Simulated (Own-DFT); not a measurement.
# PBE and PBEsol under strain: D0_22 TiAl3, 40 atoms (Al30Ti10)

The numbers are computed, not measured, by runs of the plane-wave DFT program Own-DFT (in-house, retired, unreviewed) at fixed positions, with no spin and no spin-orbit coupling.

Keep in mind: forces on such cells failed a check on a denser k mesh; stress not checked against mesh or cutoff.

Each geometry was run with PBE and with PBEsol, otherwise alike: PseudoDojo norm-conserving scalar-relativistic files made for PBE; cutoff 42 hartree; 4 x 4 x 4 k mesh centred on Gamma; cold (Marzari-Vanderbilt) smearing of 0.2 eV. Unstrained cell vectors in Å: (-2.365, -6.981, 4.326); (-7.667, 3.491, 1.442); (-2.950, -3.488, -7.241). Each has a uniform strain, of which the change of volume is shown, and random moves of rms u per axis.

```
run  volume change (%)   u (Å)  P with PBE (GPa)  P with PBEsol (GPa)
  1              -1.14  0.0512              4.13                 2.20
  2              -0.86  0.0548              3.96                 2.03
  3               0.62  0.0484              2.04                 0.15
  4              -0.83  0.0453              3.63                 1.71
  5              -3.20  0.0437              6.78                 4.79
  6               1.61  0.0562              1.12                -0.74
  7              -0.45  0.0459              3.33                 1.42
  8               2.30  0.0466              0.24                -1.61
  9               0.53  0.0489              2.28                 0.39
 10               0.25  0.0520              2.94                    ?
```

Question: by how much does PBEsol shrink this cell, and what belongs in the blank?

## Worked answer

Write v for the change of volume as a fraction. Fitted to v and u², the PBE pressure has a slope of -118 ± 3 GPa in v, with the ions held to the strained lattice. The difference PBEsol less PBE is -1.90 + 2.6 v GPa (slope ± 0.1) and averages -1.91 GPa. Divided by the mean slope of the two, 117 GPa, that makes PBEsol's volume at a given pressure, near 2 GPa, about 1.6 % smaller, or 0.55 % in lengths. At one volume PBEsol's slope is the smaller by 3 GPa, but its pressure there is lower too. If stiffness rises by about 4 GPa for each GPa, PBEsol at equal pressure is stiffer by about 5 GPa. Files made for PBEsol would give a different shift.

For run 10 the line gives 1.04 GPa. DFT gave 1.03 GPa.
